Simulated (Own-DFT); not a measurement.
# What a defect does to the pressure of its cell: 4H SiC

No measurement is shown. These are fixed-geometry runs of a retired plane-wave code named Own-DFT, which no person has reviewed; spin and spin-orbit coupling are neglected.

Common settings: PBE; PseudoDojo norm-conserving scalar-relativistic files; cutoff 42 hartree; 4 x 4 x 3 k mesh centred on Gamma; Fermi-Dirac smearing of 0.1 eV.

Caveats (not all hold for every row): some atoms lie very close together; not probed for a lower state with spin; forces on such cells failed a check on a denser k mesh; forces on such cells passed a denser k mesh, each cell not checked; stress not checked against mesh or cutoff.

All runs share one cell, with vectors in Å (9.248, 0.000, 0.000); (-4.624, 8.009, 0.000); (0.000, 0.000, 10.068) and a volume of 745.7 Å³. Atoms were moved at random from their sites; u is the rms move along one axis. The defect's site can differ from row to row.

```
                                     cell     formula   u (Å)  P (GPa)
                                no defect     C36Si36  0.0305     3.83
                                no defect     C36Si36  0.0590     5.79
                                no defect     C36Si36  0.0622     6.36
                       one Si on a C site     C35Si37  0.0463    11.18
                       one Si on a C site     C35Si37  0.0475        ?
                       one Si on a C site     C35Si37  0.0495    10.95
                       one Si on a C site     C35Si37  0.0528    12.22
one C on a Si site and one Si on a C site     C36Si36  0.0295     7.22
one C on a Si site and one Si on a C site     C36Si36  0.0303     7.89
one C on a Si site and one Si on a C site     C36Si36  0.0508     8.94
                            one C vacancy     C35Si36  0.0306     3.42
                            one C vacancy     C35Si36  0.0483     4.10
                            one C vacancy     C35Si36  0.0527     5.72
one Al on a Si site and one N on a C site  AlC35NSi35  0.0438     5.17
one Al on a Si site and one N on a C site  AlC35NSi35  0.0456     5.01
one Al on a Si site and one N on a C site  AlC35NSi35  0.0496     5.22
```

## Working it out

P = P0 + c u² + a shift for each defect gives P0 = 2.89 GPa, c = 882 ± 138 GPa/Å² and a scatter of 0.42 GPa. The shifts, and each times the cell's volume:

- one Si on a C site: 6.39 ± 0.34 GPa, 29.7 eV
- one C on a Si site and one Si on a C site: 3.84 ± 0.39 GPa, 17.9 eV
- one Al on a Si site and one N on a C site: 0.34 ± 0.35 GPa, 1.6 eV (not resolved)
- one C vacancy: -0.26 ± 0.36 GPa, -1.2 eV (not resolved)

A positive shift means that the defect pushes the cell outwards. Shift times volume (160.2 GPa Å³ is 1 eV) depends little on the cell's size, so, taken for each site, it can be compared between cells at like pressure. The atoms around the defects weren't relaxed, which would change these numbers.

## The run left out

Asked: what pressure belongs in the blank (one Si on a C site, u = 0.0475 Å)?

Estimate: 11.27 ± 0.48 GPa. The run itself gave 11.35 GPa.
